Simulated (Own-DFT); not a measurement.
# Response to strain: hcp Ru, 36 atoms (Ru36)

Calculated results; nothing here was measured. The program, named Own-DFT, is a retired in-house plane-wave density functional code that no person has reviewed. Each row is one single-point run on a periodic cell that was not relaxed, without spin or spin-orbit coupling.

Settings of every run: PBE; PseudoDojo norm-conserving scalar-relativistic files; cutoff 50 hartree; 5 x 5 x 4 k mesh centred on Gamma; cold (Marzari-Vanderbilt) smearing of 0.2 eV.

Known limits: forces on such cells failed a check on a denser k mesh; stress not checked against mesh or cutoff.

Unstrained cell vectors in Å: (8.118, 0.000, 0.000); (-4.059, 7.030, 0.000); (0.000, 0.000, 8.563). The unstrained cell has measured lattice constants (interpolated for alloys), not those of this functional. That, the random moves and any unrelaxed bonds set the pressure at no strain. Each run strains this cell uniformly, with the atoms carried along. Every atom was also moved at random, by a Gaussian of width 0.05 Å on each axis. Strain is the symmetric tensor, in per cent. Stress is positive in tension, and the pressure is minus a third of its trace.

```
run  e_xx (%)  e_yy (%)  e_zz (%)  e_yz (%)  e_xz (%)  e_xy (%)  s_xx (GPa)  s_yy (GPa)  s_zz (GPa)  s_yz (GPa)  s_xz (GPa)  s_xy (GPa)  P (GPa)  E (meV/atom)
  1     -1.64     -0.79     -0.75      1.48      1.31      1.75      -22.60      -19.10      -19.19        5.86        5.25        7.74    20.30          68.8
  2      1.77     -1.02     -1.86     -1.10      1.74      0.29       -2.94      -13.58      -19.28       -4.76        7.23        1.43    11.93          22.5
  3      1.04     -0.73     -1.84      0.01      0.90      1.38       -7.97      -14.91      -21.25       -0.04        3.65        6.20    14.71          52.2
  4      0.94     -0.95      1.00     -1.14      1.62     -0.61       -2.59      -10.99       -1.60       -4.18        5.60       -2.45     5.06          27.8
  5     -0.13     -1.30     -0.39      1.79      0.84      0.24      -12.35      -17.39      -14.74        7.50        3.60        0.99    14.83          45.2
  6     -0.86      0.95      0.38     -1.91     -1.08      1.71      -11.22       -3.84       -5.40       -6.50       -3.84        7.15     6.82          30.0
  7      0.47     -0.12     -0.95     -0.87     -1.64      0.07       -6.76      -10.72      -14.92       -3.82       -6.32       -0.50    10.80          36.5
  8      0.60     -1.59      1.97      0.14      0.65      0.26       -3.76      -11.29        3.46        0.46        2.48        1.26     3.87           0.7
  9      0.57      0.51     -0.21     -0.82      0.55     -0.58       -3.67       -4.29       -7.45       -2.99        2.39       -2.27     5.14          10.4
 10      1.76     -1.96     -0.26      1.03      0.77     -0.28       -2.63      -16.65      -10.46        4.14        3.39       -1.33     9.91          32.1
 11      0.67     -0.04     -0.25      0.29      1.76     -1.75       -5.10       -7.99       -9.61        0.98        6.93       -7.45     7.57          34.8
 12      0.54      1.55      0.95      1.66     -0.65      0.93       -0.06        4.50        2.50        5.22       -2.72        3.43    -2.31           0.0
 13      1.42     -1.12     -1.87     -1.86      1.36      0.96       -5.77      -15.83      -21.43       -7.88        6.04        4.78    14.34          45.5
 14     -1.07     -0.38     -1.14      1.14      0.28     -0.42      -18.41      -14.40      -19.14        5.00        1.17       -1.76    17.32          41.6
 15      1.60      0.92     -1.94      0.34      0.63     -1.44       -1.25       -3.12      -15.25        1.30        2.40       -4.88     6.54          20.0
 16      1.66      1.07     -0.43     -0.62     -1.92     -1.43           ?           ?           ?           ?           ?           ?        ?             ?
```

E is the free energy for each atom above the lowest run shown.

## Worked fit

Each stress component was fitted by least squares to a constant and the strains of the runs shown, as fractions, with shears doubled. Shear strains stay in the fit of a normal stress only where such slopes are resolved. The slopes, in GPa:

```
stress,at no strain,per e_xx,per e_yy,per e_zz,scatter
s_xx,-8.5,628 ± 15,206 ± 15,213 ± 13,0.56
s_yy,-8.4,231 ± 20,601 ± 20,215 ± 17,0.74
s_zz,-8.5,228 ± 16,227 ± 16,697 ± 14,0.60
```

Each shear stress against twice its own strain: yz 188 ± 6, xz 193 ± 6, xy 213 ± 6 GPa. These are stiffnesses along x, y and z of the frame in which the cell vectors are given, which need not be the crystal's axes. The atoms are held to the strained lattice; where symmetry lets them move under strain, relaxing them would lower some slopes. The table should be nearly symmetric about its diagonal, and what it lacks of that shows the noise. A ninth of its sum, 361 ± 8 GPa, estimates the bulk modulus near the mean pressure of these runs, 9.8 GPa, so it lies above the value at zero pressure.

## Withheld run

Question: what normal stresses and pressure should run 16 give?

The fit gives s_xx = 3.2, s_yy = 0.9, s_zz = -5.3 and P = 0.4 GPa. The calculation gave 2.35, -0.17, -5.90 and P = 1.24 GPa.
